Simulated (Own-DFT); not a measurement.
Al$_{32}$O$_{47}$ (corundum with one vacancy, atoms displaced) (calculated)

All values are calculated (Own-DFT development build). A calculation, not a measurement: plane-wave PBE density functional theory by an unreviewed code, no spin, of a simulated periodic cell, stress positive in tension, free energy of the whole cell less one offset for each atom, defect cell not probed for a lower state with spin; oxygen file: force components 24 meV/angstrom off all-electron in one glass; forces on such cells passed a denser k mesh, this cell's mesh not checked; offsets are fitted by least squares, one for each functional and potential file, so energies compare only between cells with the same atoms and settings and are not formation energies; the far tail of each file's local potential was reset to the Coulomb form; each entry is a single point on an unrelaxed cell, so the pressure reflects the starting lattice, mostly measured values, from which strain is counted, and rises with the displacements; printed positions are rounded, which can move forces by about a meV/angstrom; the program is a retired in-house code; no spin-orbit coupling; before rounding, a Quantum ESPRESSO 7.3.1 run of the same cell and cutoff gave forces within 1 meV/angstrom rms on each cell, which checks the program and not the settings.

Common to all runs: functional PBE; potential files PseudoDojo norm-conserving, scalar-relativistic, standard set; wave cutoff 72 hartree; occupations Fermi-Dirac; smearing width 0.1 eV; k mesh 3 x 3 x 3 centred on Gamma.

(1) 
```cif
# cell vector a (Å): 5.4940 0.0000 8.6604
# cell vector b (Å): -2.7470 4.7579 8.6604
# cell vector c (Å): -2.7470 -4.7579 8.6604
data_Al32O47
_symmetry_space_group_name_H-M 'P 1'
_symmetry_Int_Tables_number 1
_cell_length_a 10.2561
_cell_length_b 10.2560
_cell_length_c 10.2560
_cell_angle_alpha 55.280
_cell_angle_beta 55.280
_cell_angle_gamma 55.280
_cell_volume 679.15
loop_
_atom_site_label
_atom_site_type_symbol
_atom_site_fract_x
_atom_site_fract_y
_atom_site_fract_z
_atom_site_occupancy
Al1 Al 0.18585 0.17122 0.16462 1
Al2 Al 0.31635 0.31990 0.33140 1
Al3 Al 0.42267 0.41963 0.43401 1
Al4 Al 0.07240 0.06462 0.08553 1
O1 O 0.27171 0.48236 0.12108 1
O2 O 0.48042 0.11918 0.27952 1
O3 O 0.12527 0.27949 0.46762 1
O4 O 0.22269 0.02315 0.37534 1
O5 O 0.01434 0.38298 0.22488 1
O6 O 0.37405 0.21583 0.03100 1
Al5 Al 0.17344 0.18984 0.66975 1
Al6 Al 0.32105 0.31611 0.83159 1
Al7 Al 0.41722 0.43668 0.92542 1
Al8 Al 0.08674 0.06409 0.58419 1
O7 O 0.28568 0.47154 0.62297 1
O8 O 0.45679 0.13519 0.76992 1
O9 O 0.12911 0.27221 0.97130 1
O10 O 0.23177 0.02845 0.86938 1
O11 O 0.03344 0.37503 0.72203 1
O12 O 0.37376 0.22917 0.53254 1
Al9 Al 0.16774 0.67369 0.18348 1
Al10 Al 0.33298 0.81978 0.32219 1
Al11 Al 0.42501 0.92063 0.42234 1
Al12 Al 0.07288 0.58027 0.07799 1
O13 O 0.27696 0.97854 0.12674 1
O14 O 0.47011 0.61923 0.28707 1
O15 O 0.12632 0.76219 0.47845 1
O16 O 0.23354 0.53223 0.37201 1
O17 O 0.03458 0.87298 0.22034 1
O18 O 0.37880 0.72896 0.01529 1
Al13 Al 0.17349 0.67627 0.67505 1
Al14 Al 0.32594 0.83069 0.82403 1
Al15 Al 0.42513 0.93336 0.91980 1
Al16 Al 0.08353 0.56674 0.57393 1
O19 O 0.27673 0.97617 0.62003 1
O20 O 0.46467 0.62006 0.78173 1
O21 O 0.11855 0.78132 0.96623 1
O22 O 0.22816 0.52019 0.88298 1
O23 O 0.02068 0.87915 0.72686 1
O24 O 0.37345 0.72253 0.52842 1
Al17 Al 0.67948 0.17569 0.17926 1
Al18 Al 0.83147 0.32400 0.31767 1
Al19 Al 0.92699 0.41884 0.43470 1
Al20 Al 0.56270 0.07795 0.08508 1
O25 O 0.77314 0.47919 0.12050 1
O26 O 0.97393 0.12253 0.27661 1
O27 O 0.63802 0.27493 0.46859 1
O28 O 0.72588 0.01630 0.37492 1
O29 O 0.52721 0.37547 0.22292 1
O30 O 0.87221 0.22436 0.03581 1
Al21 Al 0.67019 0.18014 0.67403 1
Al22 Al 0.82840 0.32482 0.81304 1
Al23 Al 0.93025 0.42448 0.91719 1
Al24 Al 0.56994 0.07376 0.57693 1
O31 O 0.77602 0.47296 0.62513 1
O32 O 0.97614 0.12041 0.78316 1
O33 O 0.62421 0.27976 0.97313 1
O34 O 0.72397 0.03146 0.87280 1
O35 O 0.53167 0.37464 0.72206 1
O36 O 0.86708 0.21769 0.53861 1
Al25 Al 0.67042 0.67761 0.17375 1
Al26 Al 0.82171 0.82479 0.32843 1
Al27 Al 0.92803 0.92648 0.42256 1
Al28 Al 0.57301 0.57218 0.06944 1
O37 O 0.78331 0.97156 0.12968 1
O38 O 0.97466 0.62289 0.27357 1
O39 O 0.62536 0.77632 0.47749 1
O40 O 0.72285 0.53057 0.36556 1
O41 O 0.53346 0.87933 0.22599 1
O42 O 0.87906 0.72223 0.02820 1
Al29 Al 0.67591 0.67785 0.67440 1
Al30 Al 0.81303 0.82395 0.82770 1
Al31 Al 0.91844 0.93053 0.93102 1
Al32 Al 0.57956 0.57225 0.57664 1
O43 O 0.98169 0.62479 0.76912 1
O44 O 0.63506 0.77660 0.96374 1
O45 O 0.71793 0.53121 0.87357 1
O46 O 0.53018 0.87900 0.72275 1
O47 O 0.87872 0.72368 0.52949 1
_calc_free_energy_of_cell_above_offsets '-53.362'  # eV
_calc_pressure 9  # GPa
_calc_stress_xx -9.47  # GPa
_calc_stress_yy -8.68  # GPa
_calc_stress_zz -8.86  # GPa
_calc_stress_yz -1.28  # GPa
_calc_stress_xz -0.43  # GPa
_calc_stress_xy -0.87  # GPa
```

Force:
| element | x (eV/Å) | y (eV/Å) | z (eV/Å) |
| --- | --- | --- | --- |
| Al | -2.921 | -0.895 | 1.086 |
| Al | 2.296 | 2.012 | 0.817 |
| Al | 1.613 | 1.368 | 1.442 |
| Al | 0.303 | 2.25 | -0.094 |
| O | 0.487 | -1.925 | 0.956 |
| O | -1.882 | 0.002 | 0.081 |
| O | -0.336 | -0.877 | 0.784 |
| O | -0.279 | 0.417 | 0.441 |
| O | 2.425 | -0.547 | 0.291 |
| O | 0.412 | 0.537 | 0.685 |
| Al | 1.045 | -2.523 | -0.023 |
| Al | -0.002 | 2.129 | 1.293 |
| Al | 1.458 | -1.408 | -0.545 |
| Al | -1.614 | 0.509 | -3.183 |
| O | -0.495 | -1.118 | -0.007 |
| O | 1.067 | -0.774 | 1.193 |
| O | -0.88 | 0.249 | -0.375 |
| O | -1.651 | 0.236 | -0.544 |
| O | -0.451 | 0.222 | -0.969 |
| O | 0.029 | -0.111 | -1.888 |
| Al | 1.304 | 0.983 | 0.55 |
| Al | -1.557 | -0.813 | -0.798 |
| Al | -0.334 | -0.563 | 1.515 |
| Al | 0.012 | 0.338 | -2.251 |
| O | 1.958 | -0.825 | -1.247 |
| O | 0.428 | 1.699 | 0.083 |
| O | 0.326 | 2.547 | 1.257 |
| O | -0.774 | -0.347 | -2.192 |
| O | -0.163 | -0.814 | -0.46 |
| O | -0.65 | -1.554 | 0.442 |
| Al | -0.305 | -0.347 | 1.018 |
| Al | -0.405 | -0.344 | -1.779 |
| Al | 0.258 | -0.934 | 0.373 |
| Al | -0.984 | 1.36 | 0.816 |
| O | 0.98 | -0.453 | 1.401 |
| O | 0.276 | 2.363 | 2.126 |
| O | 0.848 | -0.028 | 2.037 |
| O | -0.841 | 0.939 | -1.569 |
| O | 1.368 | 0.113 | -0.448 |
| O | 0.427 | -0.076 | 0.419 |
| Al | -0.066 | 0.607 | -0.76 |
| Al | -0.801 | 0.128 | 0.183 |
| Al | -0.38 | 1.541 | -2.378 |
| Al | 2.109 | 1.707 | 0.53 |
| O | 0.95 | -0.231 | -0.507 |
| O | 0.011 | -0.025 | 0.139 |
| O | -1.313 | -0.154 | -1.766 |
| O | -1.395 | 0.451 | 1.404 |
| O | -0.037 | -0.483 | -0.376 |
| O | 1.086 | 0.632 | -0.221 |
| Al | 0.725 | -0.63 | 0.534 |
| Al | -1.789 | -1.922 | 0.165 |
| Al | -1.389 | -0.818 | 1.534 |
| Al | 1.82 | 0.526 | 0.839 |
| O | 0.728 | 0.15 | 0.553 |
| O | -0.107 | 1.444 | 0.882 |
| O | -0.116 | 0.107 | -0.09 |
| O | -1.498 | -0.556 | -0.156 |
| O | -0.399 | -0.279 | -0.372 |
| O | 1.762 | 0.836 | 1.483 |
| Al | 1.462 | -0.423 | 0.966 |
| Al | 0.624 | -0.167 | -0.758 |
| Al | -0.862 | -1.73 | 1.062 |
| Al | -0.251 | -0.589 | 0.732 |
| O | -0.142 | 0.425 | -0.557 |
| O | -1.429 | -0.934 | 1.599 |
| O | -0.212 | -0.093 | -0.398 |
| O | -1.239 | -1.085 | 1.493 |
| O | 0.639 | -0.647 | -2.224 |
| O | -1.206 | 0.038 | -1.04 |
| Al | -0.238 | 0.122 | 0.719 |
| Al | 2.853 | 2.482 | 1.987 |
| Al | 0.319 | -0.44 | -1.212 |
| Al | -0.369 | 0.367 | -1.963 |
| O | -1.161 | -1.606 | -0.411 |
| O | -3.498 | -1.167 | -1.337 |
| O | 1.212 | 0.28 | -0.406 |
| O | 0.642 | -0.232 | -1.234 |
| O | 0.16 | -0.633 | -1.368 |

(2) 
```cif
# cell vector a (Å): 5.4940 0.0000 8.6604
# cell vector b (Å): -2.7470 4.7579 8.6604
# cell vector c (Å): -2.7470 -4.7579 8.6604
data_Al32O47
_symmetry_space_group_name_H-M 'P 1'
_symmetry_Int_Tables_number 1
_cell_length_a 10.2561
_cell_length_b 10.2560
_cell_length_c 10.2560
_cell_angle_alpha 55.280
_cell_angle_beta 55.280
_cell_angle_gamma 55.280
_cell_volume 679.15
loop_
_atom_site_label
_atom_site_type_symbol
_atom_site_fract_x
_atom_site_fract_y
_atom_site_fract_z
_atom_site_occupancy
Al1 Al 0.16917 0.17425 0.17326 1
Al2 Al 0.31640 0.32712 0.32849 1
Al3 Al 0.42587 0.42705 0.42997 1
Al4 Al 0.07828 0.06534 0.06599 1
O1 O 0.27744 0.47961 0.12202 1
O2 O 0.47105 0.12841 0.27896 1
O3 O 0.12771 0.27064 0.46808 1
O4 O 0.22048 0.03959 0.37120 1
O5 O 0.02706 0.38416 0.21449 1
O6 O 0.37050 0.20567 0.04129 1
Al5 Al 0.17654 0.18014 0.66457 1
Al6 Al 0.32502 0.32211 0.82090 1
Al7 Al 0.41144 0.43336 0.92953 1
Al8 Al 0.07609 0.07848 0.57298 1
O7 O 0.27864 0.47515 0.62890 1
O8 O 0.47884 0.11869 0.78205 1
O9 O 0.12628 0.28147 0.96584 1
O10 O 0.22089 0.03077 0.87356 1
O11 O 0.02066 0.38382 0.72317 1
O12 O 0.37198 0.21839 0.53365 1
Al9 Al 0.17903 0.66715 0.18060 1
Al10 Al 0.32941 0.82275 0.31824 1
Al11 Al 0.42116 0.93050 0.42847 1
Al12 Al 0.06670 0.56880 0.09386 1
O13 O 0.26744 0.97622 0.13320 1
O14 O 0.46355 0.62462 0.28081 1
O15 O 0.13950 0.77092 0.46768 1
O16 O 0.21905 0.53014 0.37432 1
O17 O 0.02151 0.88484 0.22262 1
Al13 Al 0.18047 0.66951 0.67327 1
Al14 Al 0.33076 0.83148 0.80864 1
Al15 Al 0.42870 0.92497 0.93203 1
Al16 Al 0.07206 0.56835 0.58556 1
O18 O 0.26781 0.97976 0.63519 1
O19 O 0.47217 0.63671 0.77637 1
O20 O 0.11887 0.77872 0.97347 1
O21 O 0.22378 0.52923 0.87563 1
O22 O 0.02154 0.87815 0.72207 1
O23 O 0.36408 0.73124 0.53226 1
Al17 Al 0.67749 0.17775 0.17508 1
Al18 Al 0.82664 0.32826 0.32145 1
Al19 Al 0.93466 0.42179 0.42936 1
Al20 Al 0.56515 0.06901 0.08397 1
O24 O 0.76638 0.46899 0.12584 1
O25 O 0.97435 0.12137 0.27848 1
O26 O 0.62892 0.27434 0.47699 1
O27 O 0.72753 0.01855 0.37463 1
O28 O 0.53230 0.37506 0.21673 1
O29 O 0.88666 0.21818 0.02490 1
Al21 Al 0.67011 0.16515 0.69118 1
Al22 Al 0.82331 0.32103 0.82345 1
Al23 Al 0.90458 0.44829 0.91772 1
Al24 Al 0.56555 0.08055 0.57854 1
O30 O 0.77329 0.47459 0.62259 1
O31 O 0.97726 0.11617 0.78472 1
O32 O 0.62184 0.28273 0.96750 1
O33 O 0.72617 0.03318 0.87170 1
O34 O 0.52169 0.38444 0.71744 1
O35 O 0.86998 0.22948 0.52387 1
Al25 Al 0.67212 0.68477 0.17822 1
Al26 Al 0.81582 0.82288 0.32865 1
Al27 Al 0.92576 0.92083 0.42511 1
Al28 Al 0.58199 0.57353 0.07249 1
O36 O 0.76639 0.98401 0.12302 1
O37 O 0.97440 0.62329 0.27837 1
O38 O 0.62158 0.78458 0.46917 1
O39 O 0.71757 0.53078 0.37342 1
O40 O 0.53101 0.88014 0.22044 1
O41 O 0.87685 0.72280 0.03035 1
Al29 Al 0.67349 0.67848 0.66530 1
Al30 Al 0.82858 0.81620 0.81977 1
Al31 Al 0.92579 0.91900 0.93077 1
Al32 Al 0.57693 0.57682 0.55807 1
O42 O 0.77670 0.97095 0.62289 1
O43 O 0.97661 0.62337 0.78029 1
O44 O 0.62851 0.76693 0.97240 1
O45 O 0.72402 0.53131 0.87068 1
O46 O 0.52309 0.88199 0.71633 1
O47 O 0.86771 0.70836 0.54843 1
_calc_free_energy_of_cell_above_offsets '-52.628'  # eV
_calc_pressure 9.39  # GPa
_calc_stress_xx -10.2  # GPa
_calc_stress_yy -9.06  # GPa
_calc_stress_zz -8.92  # GPa
_calc_stress_yz -0.54  # GPa
_calc_stress_xz -0.36  # GPa
_calc_stress_xy 0.26  # GPa
```

Force:
| element | x (eV/Å) | y (eV/Å) | z (eV/Å) |
| --- | --- | --- | --- |
| Al | -0.491 | 0.254 | 0.339 |
| Al | 2.224 | 0.86 | 0.402 |
| Al | 0.673 | 0.21 | -0.44 |
| Al | -1.189 | 0.768 | 1.638 |
| O | -0.216 | -1.543 | -0.175 |
| O | -0.745 | -0.446 | 0.005 |
| O | -0.428 | 0.593 | 1.546 |
| O | 0.415 | -0.934 | -0.041 |
| O | -0.335 | -2.224 | -0.915 |
| O | 0.32 | 2.052 | 0.653 |
| Al | -1.873 | -2.153 | 1.696 |
| Al | -0.985 | -0.926 | 0.935 |
| Al | 2.079 | 0.629 | 0.46 |
| Al | -0.851 | -1.426 | -2.379 |
| O | 0.948 | 0.068 | -1.625 |
| O | -0.887 | 0.105 | -0.296 |
| O | -0.358 | 0.053 | -0.058 |
| O | 1.189 | 0.364 | -0.085 |
| O | 1.575 | -0.585 | -1.466 |
| O | -0.209 | 1.486 | 0.438 |
| Al | 0.129 | 3.212 | 1.272 |
| Al | -1.572 | -0.076 | 0.274 |
| Al | -0.84 | 0.348 | -0.018 |
| Al | 1.513 | 3.863 | -0.658 |
| O | 2.307 | -0.043 | -0.777 |
| O | 0.654 | 0.498 | 1.372 |
| O | -2.001 | -0.295 | -1.315 |
| O | -0.127 | -1.803 | 0.33 |
| O | 1.106 | -2.343 | -1.805 |
| Al | -1.45 | 0.359 | 1.686 |
| Al | -2.062 | -2.393 | 1.419 |
| Al | -0.579 | -0.411 | -1.795 |
| Al | 0.452 | 1.797 | -0.275 |
| O | 2.001 | 1.743 | -2.073 |
| O | 0.55 | -0.92 | -1.525 |
| O | 0.86 | -0.387 | 0.973 |
| O | -0.595 | -0.379 | -0.104 |
| O | 0.965 | 0.017 | -0.182 |
| O | 1.91 | 0.573 | 0.797 |
| Al | 0.552 | 0.214 | -0.138 |
| Al | 0.171 | -0.905 | -1.017 |
| Al | -1.523 | -0.052 | -1.463 |
| Al | 0.751 | 3.025 | 1.685 |
| O | 0.798 | -0.45 | 2.308 |
| O | -1.077 | 0.394 | 0.541 |
| O | -1.088 | 0.558 | -1.088 |
| O | -1.587 | 0.148 | 0.452 |
| O | -1.084 | -0.789 | 0.234 |
| O | -1.997 | 0.663 | -1.433 |
| Al | 1.121 | 2.59 | 0.822 |
| Al | -0.338 | -0.496 | 0.065 |
| Al | 2.941 | -3.306 | 0.73 |
| Al | 2.122 | -0.27 | -0.291 |
| O | 0.655 | 0.018 | -0.004 |
| O | -0.73 | 1.737 | 0.039 |
| O | -0.524 | 0.069 | -0.007 |
| O | -0.689 | -1.619 | -0.408 |
| O | 0.368 | -0.974 | -0.332 |
| O | 0.564 | -0.621 | 0.944 |
| Al | 1.3 | -0.113 | -0.825 |
| Al | 0.939 | 1.753 | 0.819 |
| Al | 0.022 | 0.513 | 0.99 |
| Al | -2.265 | -0.057 | -2.408 |
| O | 1.305 | -1.457 | 0.026 |
| O | -1.257 | -0.762 | 0.579 |
| O | -0.034 | -0.381 | -0.992 |
| O | 0.8 | 1.14 | -0.368 |
| O | -0.252 | -2.198 | -1.724 |
| O | -0.942 | -0.654 | -1.04 |
| Al | -1.49 | -1.774 | 0.939 |
| Al | -0.576 | 1.114 | 1.398 |
| Al | -0.374 | 1.068 | 0.035 |
| Al | -1.806 | -1.831 | 0.893 |
| O | 0.109 | -0.788 | 0.236 |
| O | -0.019 | 0.318 | -0.327 |
| O | -0.205 | 1.18 | 1.84 |
| O | -0.905 | 0.318 | -0.989 |
| O | 0.499 | -0.262 | 0.417 |
| O | 1.666 | 2.372 | 0.636 |

(3) 
```cif
# cell vector a (Å): 5.4940 0.0000 8.6604
# cell vector b (Å): -2.7470 4.7579 8.6604
# cell vector c (Å): -2.7470 -4.7579 8.6604
data_Al32O47
_symmetry_space_group_name_H-M 'P 1'
_symmetry_Int_Tables_number 1
_cell_length_a 10.2561
_cell_length_b 10.2560
_cell_length_c 10.2560
_cell_angle_alpha 55.280
_cell_angle_beta 55.280
_cell_angle_gamma 55.280
_cell_volume 679.15
loop_
_atom_site_label
_atom_site_type_symbol
_atom_site_fract_x
_atom_site_fract_y
_atom_site_fract_z
_atom_site_occupancy
Al1 Al 0.18005 0.16672 0.17594 1
Al2 Al 0.32417 0.31755 0.31888 1
Al3 Al 0.43381 0.43126 0.41728 1
Al4 Al 0.07049 0.07487 0.06654 1
O1 O 0.27891 0.47335 0.12662 1
O2 O 0.47311 0.12469 0.28611 1
O3 O 0.13087 0.27600 0.46442 1
O4 O 0.21770 0.02289 0.37557 1
O5 O 0.02929 0.37155 0.22477 1
O6 O 0.38352 0.21908 0.01822 1
Al5 Al 0.17336 0.18327 0.67178 1
Al6 Al 0.31053 0.31583 0.84375 1
Al7 Al 0.42252 0.42573 0.93467 1
Al8 Al 0.08509 0.08331 0.55448 1
O7 O 0.28821 0.47507 0.62137 1
O8 O 0.46600 0.12352 0.78688 1
O9 O 0.12162 0.28089 0.97294 1
O10 O 0.22358 0.02930 0.87413 1
O11 O 0.01644 0.38683 0.72253 1
Al9 Al 0.16759 0.68481 0.16370 1
Al10 Al 0.33794 0.81990 0.31495 1
Al11 Al 0.41890 0.92315 0.43550 1
Al12 Al 0.07988 0.55920 0.07911 1
O12 O 0.28234 0.97617 0.12430 1
O13 O 0.47015 0.62315 0.28355 1
O14 O 0.12776 0.76970 0.47726 1
O15 O 0.21530 0.53076 0.38798 1
O16 O 0.02324 0.87171 0.22683 1
O17 O 0.37813 0.72445 0.02912 1
Al13 Al 0.16160 0.66929 0.68932 1
Al14 Al 0.32280 0.82350 0.82272 1
Al15 Al 0.42168 0.92332 0.92965 1
Al16 Al 0.07211 0.57266 0.57568 1
O18 O 0.27286 0.98086 0.62688 1
O19 O 0.47764 0.62425 0.77293 1
O20 O 0.12229 0.77872 0.97059 1
O21 O 0.22544 0.52642 0.87692 1
O22 O 0.02591 0.87666 0.71928 1
O23 O 0.38590 0.72396 0.52068 1
Al17 Al 0.67677 0.17314 0.17989 1
Al18 Al 0.82711 0.32457 0.31528 1
Al19 Al 0.92785 0.42858 0.42307 1
Al20 Al 0.56963 0.08212 0.07489 1
O24 O 0.78242 0.47179 0.12384 1
O25 O 0.96761 0.12613 0.28269 1
O26 O 0.62120 0.27581 0.47071 1
O27 O 0.71151 0.03771 0.36616 1
O28 O 0.53245 0.37221 0.22345 1
O29 O 0.87690 0.21264 0.02613 1
Al21 Al 0.68452 0.17656 0.67413 1
Al22 Al 0.82570 0.32659 0.82238 1
Al23 Al 0.91935 0.43635 0.91280 1
Al24 Al 0.56679 0.08300 0.57971 1
O30 O 0.78457 0.46482 0.63170 1
O31 O 0.97104 0.12176 0.77505 1
O32 O 0.63066 0.25724 0.98220 1
O33 O 0.71405 0.02034 0.89556 1
O34 O 0.52146 0.37070 0.72392 1
O35 O 0.86947 0.21957 0.52775 1
Al25 Al 0.68193 0.67125 0.17576 1
Al26 Al 0.81695 0.82754 0.32093 1
Al27 Al 0.92409 0.93679 0.43137 1
Al28 Al 0.57190 0.56627 0.07080 1
O36 O 0.76868 0.98517 0.11962 1
O37 O 0.96840 0.63593 0.26997 1
O38 O 0.63578 0.77266 0.46693 1
O39 O 0.73650 0.51793 0.36946 1
O40 O 0.52746 0.87659 0.22981 1
O41 O 0.86382 0.72849 0.02980 1
Al29 Al 0.68906 0.66681 0.68284 1
Al30 Al 0.82043 0.82136 0.82569 1
Al31 Al 0.92111 0.93477 0.92882 1
Al32 Al 0.56053 0.57401 0.58019 1
O42 O 0.77163 0.97392 0.63016 1
O43 O 0.97442 0.62296 0.77050 1
O44 O 0.61902 0.76934 0.98384 1
O45 O 0.72737 0.53000 0.86901 1
O46 O 0.52916 0.87863 0.71558 1
O47 O 0.88022 0.72531 0.52522 1
_calc_free_energy_of_cell_above_offsets '-51.885'  # eV
_calc_pressure 9.85  # GPa
_calc_stress_xx -9.93  # GPa
_calc_stress_yy -11.48  # GPa
_calc_stress_zz -8.13  # GPa
_calc_stress_yz 0.26  # GPa
_calc_stress_xz -0.08  # GPa
_calc_stress_xy 0.01  # GPa
```

Force:
| element | x (eV/Å) | y (eV/Å) | z (eV/Å) |
| --- | --- | --- | --- |
| Al | -0.593 | 0.202 | 0.224 |
| Al | -0.742 | -0.401 | 3.001 |
| Al | -2.068 | -1.663 | -0.838 |
| Al | -0.227 | -1.29 | 0.759 |
| O | -0.025 | 0.148 | -0.311 |
| O | -0.414 | -0.213 | -1.715 |
| O | -1.303 | 0.391 | -0.561 |
| O | 0.525 | 0.572 | 0.736 |
| O | 1.281 | -0.282 | -0.121 |
| O | -2.383 | -1.141 | 0.69 |
| Al | 1.269 | 0.025 | 0.998 |
| Al | 3.339 | 3.168 | 0.082 |
| Al | 2.161 | 0.888 | -1.076 |
| Al | -2.298 | -2.699 | -0.807 |
| O | -0.987 | -1.388 | -0.424 |
| O | 0.471 | -0.054 | -0.354 |
| O | -1.489 | -0.725 | -1.139 |
| O | -0.383 | -0.216 | -0.554 |
| O | 1.512 | -1.246 | -0.845 |
| Al | -0.552 | -1.677 | 2.379 |
| Al | -1.753 | -1.125 | 0.221 |
| Al | 1.984 | 0.386 | 0.709 |
| Al | -1.935 | 2.005 | -0.326 |
| O | -0.101 | -0.19 | -1.14 |
| O | 1.316 | 0.813 | 0.103 |
| O | -0.337 | 1.561 | 0.676 |
| O | 2.405 | 1.306 | -2.314 |
| O | 0.385 | 1.657 | 0.571 |
| O | -0.766 | -0.267 | -1.902 |
| Al | 2.025 | 2.103 | 0.802 |
| Al | 0.563 | 0.921 | 0.398 |
| Al | 0.787 | 0.727 | 0.787 |
| Al | 0.849 | 1.714 | 0.859 |
| O | 0.94 | -0.291 | -0.995 |
| O | -0.883 | -1.07 | 0.363 |
| O | 0.704 | 0.227 | 0.261 |
| O | -0.823 | -0.434 | -0.016 |
| O | -0.019 | -0.237 | 0.076 |
| O | -2.186 | -0.454 | -0.981 |
| Al | 0.047 | 0.899 | -0.841 |
| Al | -1.055 | -0.951 | 0.602 |
| Al | -1.258 | -0.055 | -0.149 |
| Al | 0.67 | -2.301 | -0.867 |
| O | 0.494 | 0.639 | -1.48 |
| O | 0.998 | 0.78 | -0.291 |
| O | 0.842 | 0.273 | 1.075 |
| O | 0.414 | -2.846 | 2.392 |
| O | -0.271 | 0.613 | -0.72 |
| O | -0.521 | 1.479 | 0.747 |
| Al | -2.163 | -1.534 | -0.595 |
| Al | 0.421 | -1.994 | -1.619 |
| Al | 0.378 | -2.386 | 1.96 |
| Al | -0.435 | 0.29 | -1.615 |
| O | 0.066 | 1.123 | -0.959 |
| O | -0.208 | 1.563 | 1.469 |
| O | -1.819 | 4.183 | 1.505 |
| O | 1.519 | 2.558 | -1.846 |
| O | 0.539 | 0.639 | 1.566 |
| O | 1.854 | 0.618 | 1.606 |
| Al | -1.236 | 0.079 | -0.015 |
| Al | -0.083 | 0.586 | 1.47 |
| Al | 1.229 | -1.455 | -1.959 |
| Al | -0.51 | 0.321 | 2.228 |
| O | 1.461 | -2.406 | 0.842 |
| O | 1.054 | -1.443 | -0.899 |
| O | -1.536 | -0.928 | -0.667 |
| O | -1.784 | 0.026 | 0.274 |
| O | 0.418 | 0.46 | -0.777 |
| O | 2.484 | -0.594 | 0.726 |
| Al | -0.591 | 4.048 | -1.949 |
| Al | -0.89 | -0.028 | 1.25 |
| Al | 0.161 | -0.371 | -1.93 |
| Al | 2.314 | -0.314 | 0.756 |
| O | 0.077 | -0.023 | 0.099 |
| O | -1.633 | -0.675 | 0.816 |
| O | 0.715 | 1.1 | -0.261 |
| O | -1.274 | -2.121 | 0.334 |
| O | 0.012 | -1.207 | -0.084 |
| O | -1.147 | -0.396 | -0.47 |
